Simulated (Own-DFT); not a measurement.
# Strain and stress in 4H SiC, 32 atoms (C16Si16)

These are calculations, not measurements. They come from Own-DFT, an in-house plane-wave density functional program, since retired, whose code no person has reviewed. Each row is one single-point run on a periodic cell that was not relaxed, without spin or spin-orbit coupling.

Settings of every run: PBE; PseudoDojo norm-conserving scalar-relativistic files; cutoff 42 hartree; 5 x 5 x 3 k mesh centred on Gamma; Fermi-Dirac smearing of 0.1 eV.

Known limits: forces on such cells passed a denser k mesh, each cell not checked; stress not checked against mesh or cutoff.

Unstrained cell vectors in Å: (6.165, 0.000, 0.000); (-3.083, 5.339, 0.000); (0.000, 0.000, 10.068). The unstrained cell has measured lattice constants (interpolated for alloys), not those of this functional. That, the random moves and any unrelaxed bonds set the pressure at no strain. Each run strains this cell uniformly, with the atoms carried along. Every atom was also moved at random, by a Gaussian of width 0.05 Å on each axis. Strain is the symmetric tensor, in per cent. Stress is positive in tension, and the pressure is minus a third of its trace.

```
run,e_xx (%),e_yy (%),e_zz (%),e_yz (%),e_xz (%),e_xy (%),s_xx (GPa),s_yy (GPa),s_zz (GPa),s_yz (GPa),s_xz (GPa),s_xy (GPa),P (GPa),E (meV/atom)
1,-0.59,0.68,1.59,-0.64,-1.55,-0.30,-6.73,-1.14,4.19,-2.01,-4.54,-1.25,1.23,3.3
2,-1.19,-0.93,1.59,1.87,-1.03,0.93,-9.78,-9.90,1.38,6.34,-2.83,4.63,6.10,21.5
3,1.22,1.97,1.82,-1.54,1.95,-1.75,3.83,6.44,3.76,-3.93,5.13,-7.57,-4.67,35.9
4,-1.19,1.99,-1.52,1.00,-1.94,-0.34,-14.42,5.64,-16.59,4.32,-5.57,-3.67,8.45,67.8
5,-0.16,1.07,0.29,-0.37,0.69,-1.61,-6.49,-0.43,-3.20,-1.42,2.28,-5.98,3.37,41.6
6,0.00,0.76,-0.71,-0.03,0.25,0.80,-5.35,-1.09,-8.13,0.13,0.89,2.20,4.86,10.2
7,1.96,0.11,0.01,0.48,1.10,-0.77,4.11,-1.04,-5.89,2.81,4.22,-5.24,0.94,10.0
8,1.61,1.42,0.63,0.78,0.31,-0.33,5.68,4.23,-0.62,2.88,0.55,-1.09,-3.10,0.0
9,-1.14,-1.24,1.20,1.36,1.29,1.04,-13.12,-13.73,0.69,3.47,3.84,4.97,8.72,52.2
10,-1.91,1.72,-0.78,-1.84,-0.80,-1.72,-18.10,3.80,-12.52,-4.70,-2.41,-8.68,8.94,62.4
11,-1.50,1.57,-1.42,1.86,-1.87,1.88,-11.78,-0.63,-16.35,6.14,-5.67,9.18,9.59,70.4
12,-1.46,-0.04,0.24,1.34,-0.85,0.35,-13.04,-4.95,-6.26,4.84,-1.28,0.02,8.09,16.0
13,0.09,-1.08,0.38,1.28,0.15,-1.48,-3.05,-14.08,-2.81,3.05,0.74,-8.34,6.65,15.6
14,0.86,0.66,0.10,1.88,1.59,0.39,1.52,0.00,-6.36,6.14,4.69,2.90,1.61,23.1
15,-0.94,-1.49,-1.86,0.20,0.50,0.95,-13.70,-14.51,-17.94,-0.10,1.63,4.26,15.38,24.1
16,0.30,-1.02,-1.95,-0.25,-1.85,-0.61,?,?,?,?,?,?,?,?
```

E is the free energy for each atom above the lowest run shown.

## Worked fit

Each stress component was fitted by least squares to a constant and the strains of the runs shown, as fractions, with shears doubled. Shear strains stay in the fit of a normal stress only where such slopes are resolved. The slopes, in GPa:

```
stress,at no strain,per e_xx,per e_yy,per e_zz,scatter
s_xx,-5.3,574 ± 39,34 ± 38,99 ± 40,1.65
s_yy,-5.2,87 ± 39,564 ± 37,21 ± 40,1.64
s_zz,-6.1,65 ± 31,-13 ± 30,591 ± 32,1.31
```

Each shear stress against twice its own strain: yz 156 ± 12, xz 141 ± 8, xy 249 ± 20 GPa. These are stiffnesses along x, y and z of the frame in which the cell vectors are given, which need not be the crystal's axes. The atoms are held to the strained lattice; where symmetry lets them move under strain, relaxing them would lower some slopes. The table should be nearly symmetric about its diagonal, and what it lacks of that shows the noise. A ninth of its sum, 225 ± 8 GPa, estimates the bulk modulus near the mean pressure of these runs, 5.1 GPa, so it lies above the value at zero pressure.

## Withheld run

Question: what normal stresses and pressure should run 16 give?

The fit gives s_xx = -5.8, s_yy = -11.1, s_zz = -17.4 and P = 11.4 GPa. The calculation gave -3.95, -11.45, -25.17 and P = 13.52 GPa. This run lies off the fit, by chance or by something that the fit leaves out.
